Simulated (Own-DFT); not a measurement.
# What a defect does to the pressure of its cell: C11b WSi2

No measurement is shown. These are fixed-geometry runs of a retired plane-wave code named Own-DFT, which no person has reviewed; spin and spin-orbit coupling are neglected.

Common settings: PBEsol; PseudoDojo norm-conserving scalar-relativistic files, made for PBE; cutoff 50 hartree; 5 x 5 x 5 k mesh centred on Gamma; cold (Marzari-Vanderbilt) smearing of 0.2 eV.

Limits: forces on such cells failed a check on a denser k mesh; stress not checked against mesh or cutoff.

All runs share one cell, with vectors in Å (-2.148, -5.953, 3.409); (-6.444, 2.976, 1.136); (-2.553, -2.948, -6.757) and a volume of 403.2 Å³. The atoms are randomly displaced, by u rms on each axis. The defect's site can differ from row to row.

```
              cell  formula   u (Å)  P (GPa)
         no defect  Si20W10  0.0205     0.48
         no defect  Si20W10  0.0212     0.30
         no defect  Si20W10  0.0503     1.26
    one Si vacancy  Si19W10  0.0332    -0.74
    one Si vacancy  Si19W10  0.0505     1.00
    one Si vacancy  Si19W10  0.0566     0.76
one Si on a W site   Si21W9  0.0266     2.31
one Si on a W site   Si21W9  0.0308     2.33
one Si on a W site   Si21W9  0.0472     3.71
     one W vacancy   Si20W9  0.0314    -0.34
     one W vacancy   Si20W9  0.0329    -0.09
     one W vacancy   Si20W9  0.0482        ?
     one W vacancy   Si20W9  0.0522     0.80
one W on a Si site  Si19W11  0.0284     5.31
one W on a Si site  Si19W11  0.0312     5.50
one W on a Si site  Si19W11  0.0458     6.81
```

## Analysis

P = P0 + c u² + a shift for each defect gives P0 = -0.11 GPa, c = 702 ± 107 GPa/Å² and a scatter of 0.33 GPa. The shifts, and each times the cell's volume:

- one W on a Si site: 5.08 ± 0.27 GPa, 12.8 eV
- one Si on a W site: 1.99 ± 0.27 GPa, 5.0 eV
- one W vacancy: -0.88 ± 0.27 GPa, -2.2 eV
- one Si vacancy: -1.15 ± 0.29 GPa, -2.9 eV

A positive shift means that the defect pushes the cell outwards. Shift times volume (160.2 GPa Å³ is 1 eV) depends little on the cell's size, so, taken for each site, it can be compared between cells at like pressure. The atoms around the defects weren't relaxed, which would change these numbers.

## Check

Question: what pressure belongs in the blank (one W vacancy, u = 0.0482 Å)?

The fit gives 0.63 ± 0.39 GPa. DFT gave 0.60 GPa.
